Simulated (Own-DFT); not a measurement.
# Strain and stress in wurtzite GaN, 72 atoms (Ga36N36)

These are calculations, not measurements. They come from Own-DFT, an in-house plane-wave density functional program, since retired, whose code no person has reviewed. Each row is one single-point run on a periodic cell that was not relaxed, without spin or spin-orbit coupling.

Settings of every run: PBE; PseudoDojo norm-conserving scalar-relativistic files (stringent for Ga); cutoff 96 hartree; 4 x 4 x 3 k mesh centred on Gamma; Gaussian smearing of 0.01 eV.

Known limits: forces not confirmed at this smearing and k mesh; stress not checked against mesh or cutoff.

Unstrained cell vectors in Å: (9.567, 0.000, 0.000); (-4.784, 8.285, 0.000); (0.000, 0.000, 10.370). The unstrained cell has measured lattice constants (interpolated for alloys), not those of this functional. That, the random moves and any unrelaxed bonds set the pressure at no strain. Each run strains this cell uniformly, with the atoms carried along. Every atom was also moved at random, by a Gaussian of width 0.05 Å on each axis. Strain is the symmetric tensor, in per cent. Stress is positive in tension, and the pressure is minus a third of its trace.

| run | e_xx (%) | e_yy (%) | e_zz (%) | e_yz (%) | e_xz (%) | e_xy (%) | s_xx (GPa) | s_yy (GPa) | s_zz (GPa) | s_yz (GPa) | s_xz (GPa) | s_xy (GPa) | P (GPa) | E (meV/atom) |
|---|---|---|---|---|---|---|---|---|---|---|---|---|---|---|
| 1 | -0.46 | -1.49 | 0.34 | 1.36 | 1.69 | 0.30 | -12.08 | -13.38 | -6.95 | 3.17 | 4.47 | 2.30 | 10.80 | 29.6 |
| 2 | 1.82 | 1.20 | -0.72 | 1.93 | -0.89 | -1.05 | 0.17 | -0.33 | -9.74 | 3.88 | -2.64 | -2.50 | 3.30 | 20.9 |
| 3 | 1.25 | 1.53 | -0.64 | 0.82 | -1.11 | -0.81 | -1.46 | -1.85 | -7.26 | 1.79 | -2.66 | -1.32 | 3.52 | 16.5 |
| 4 | 1.69 | -0.84 | -1.48 | -1.40 | 0.27 | 1.94 | -1.29 | -11.36 | -15.12 | -2.57 | 0.26 | 6.12 | 9.26 | 43.6 |
| 5 | 1.23 | -0.54 | 0.75 | 1.23 | -1.76 | -1.29 | -1.35 | -7.17 | -3.87 | 2.58 | -3.51 | -3.17 | 4.13 | 3.8 |
| 6 | 1.89 | 1.31 | 1.12 | -0.57 | -0.67 | -1.30 | 2.14 | 1.71 | -1.21 | -0.76 | -0.34 | -2.71 | -0.88 | 0.0 |
| 7 | -1.42 | -0.57 | 0.54 | 1.16 | -1.48 | 0.53 | -13.14 | -9.64 | -7.15 | 2.32 | -3.53 | 2.95 | 9.98 | 17.9 |
| 8 | -1.40 | 0.78 | -1.65 | 1.34 | 1.51 | 1.02 | -12.59 | -7.28 | -18.01 | 3.28 | 2.94 | 3.50 | 12.63 | 51.7 |
| 9 | 0.18 | 0.88 | -0.84 | 0.42 | -1.39 | 0.56 | -7.44 | -2.22 | -11.51 | 0.85 | -3.10 | 2.83 | 7.06 | 17.6 |
| 10 | -1.92 | 0.26 | -1.35 | -1.20 | 0.90 | 0.50 | -16.86 | -8.21 | -16.07 | -2.98 | 2.35 | 2.38 | 13.71 | 33.8 |
| 11 | -0.39 | 1.75 | -1.88 | 1.35 | -1.17 | -1.86 | -8.96 | -2.02 | -15.52 | 2.85 | -3.09 | -6.00 | 8.83 | 31.5 |
| 12 | 0.64 | -1.31 | -1.72 | -0.28 | 0.17 | -1.56 | -6.69 | -11.71 | -16.72 | -0.57 | -0.23 | -4.85 | 11.70 | 10.0 |
| 13 | 1.23 | -1.96 | 0.65 | 1.68 | 0.64 | -1.70 | -5.63 | -14.20 | -4.68 | 4.18 | 2.85 | -5.38 | 8.17 | 40.9 |
| 14 | -1.82 | 0.19 | -1.38 | 0.50 | 0.27 | -1.87 | -15.07 | -10.86 | -15.29 | 1.03 | 1.01 | -5.83 | 13.74 | 40.8 |
| 15 | 0.17 | -1.62 | -1.38 | 1.99 | 0.16 | -0.54 | ? | ? | ? | ? | ? | ? | ? | ? |

E is the free energy for each atom above the lowest run shown.

## Worked fit

Each stress component was fitted by least squares to a constant and the strains of the runs shown, as fractions, with shears doubled. Shear strains stay in the fit of a normal stress only where such slopes are resolved. The slopes, in GPa:

| stress | at no strain | per e_xx | per e_yy | per e_zz | scatter |
|---|---|---|---|---|---|
| s_xx | -7.7 | 416 ± 22 | 98 ± 24 | 40 ± 30 | 1.02 |
| s_yy | -7.0 | 94 ± 27 | 412 ± 30 | 98 ± 37 | 1.26 |
| s_zz | -8.0 | 76 ± 20 | 66 ± 23 | 486 ± 28 | 0.95 |

Each shear stress against twice its own strain: yz 108 ± 4, xz 125 ± 6, xy 166 ± 5 GPa. These are stiffnesses along x, y and z of the frame in which the cell vectors are given, which need not be the crystal's axes. The atoms are held to the strained lattice; where symmetry lets them move under strain, relaxing them would lower some slopes. The table should be nearly symmetric about its diagonal, and what it lacks of that shows the noise. A ninth of its sum, 198 ± 5 GPa, estimates the bulk modulus near the mean pressure of these runs, 8.3 GPa, so it lies above the value at zero pressure.

## Withheld run

Question: what normal stresses and pressure should run 15 give?

The fit gives s_xx = -9.2, s_yy = -14.9, s_zz = -15.6 and P = 13.2 GPa. The calculation gave -9.22, -16.07, -16.26 and P = 13.85 GPa.
